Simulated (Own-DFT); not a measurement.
# Energy and forces against displacement in grey tin, 64 atoms (Sn64)

Calculated results; nothing here was measured. The program, named Own-DFT, is a retired in-house plane-wave density functional code that no person has reviewed. Each row is one single-point run on a periodic cell that was not relaxed, without spin or spin-orbit coupling.

Settings of every run: PBE; PseudoDojo norm-conserving scalar-relativistic files; cutoff 42 hartree; 3 x 3 x 3 k mesh centred on Gamma; cold (Marzari-Vanderbilt) smearing of 0.2 eV.

Known limits: forces on such cells moved up to 12 meV/angstrom on a denser k mesh; stress not checked against mesh or cutoff.

Cell vectors in Å: (12.978, 0.000, 0.000); (0.000, 12.978, 0.000); (0.000, 0.000, 12.978). In each run every atom was moved at random and independently from its ideal site; u is the rms move along one axis. E is the free energy for each atom above the fitted value at u = 0, and F the rms of the force components.

```
run   u (Å)  E (meV/atom)  F (eV/Å)  largest force (eV/Å)  P (GPa)
  1  0.0190           5.1     0.203                  0.69     3.38
  2  0.0195           5.1     0.213                  0.82     3.38
  3  0.0211           6.2     0.235                  0.79     3.39
  4  0.0478          27.3     0.493                  1.79     3.57
  5  0.0491          30.9     0.565                  2.78     3.63
  6  0.0545          39.1     0.633                  2.40     3.69
  7  0.0947             ?         ?                     ?        ?
  8  0.0978         132.0     1.172                  3.88     4.57
  9  0.1020         151.5     1.326                  5.87     4.77
 10  0.1591         363.1     2.420                 13.16     6.77
```

## Worked fit

For small independent moves the energy grows as E = (3/2) K u², with K the mean stiffness felt by one atom. The runs with u up to 0.11 Å give K = 9.0 ± 0.3 eV/Å², with residuals divided by u² + 0.0006 Å², since the noise grows with the moves. The scatter is 2.2 meV/atom at u = 0.05 Å. The forces follow F = G u with G = 11.4 eV/Å²; no force at u = 0 is resolved. G exceeds K because the moves of its neighbours add to the force on an atom, and stiffness differs between atoms. At u = 0.159 Å the parabola gives 340 meV/atom and the run 363. The pressure follows P = 3.31 + 136 u² GPa: at fixed volume, shortened bonds push harder than stretched ones pull.

## Withheld run

Question: what energy and rms force should run 7 give?

The fit gives 121 ± 8 meV/atom and about 1.08 eV/Å. The calculation gave 120.4 meV/atom and 1.126 eV/Å.
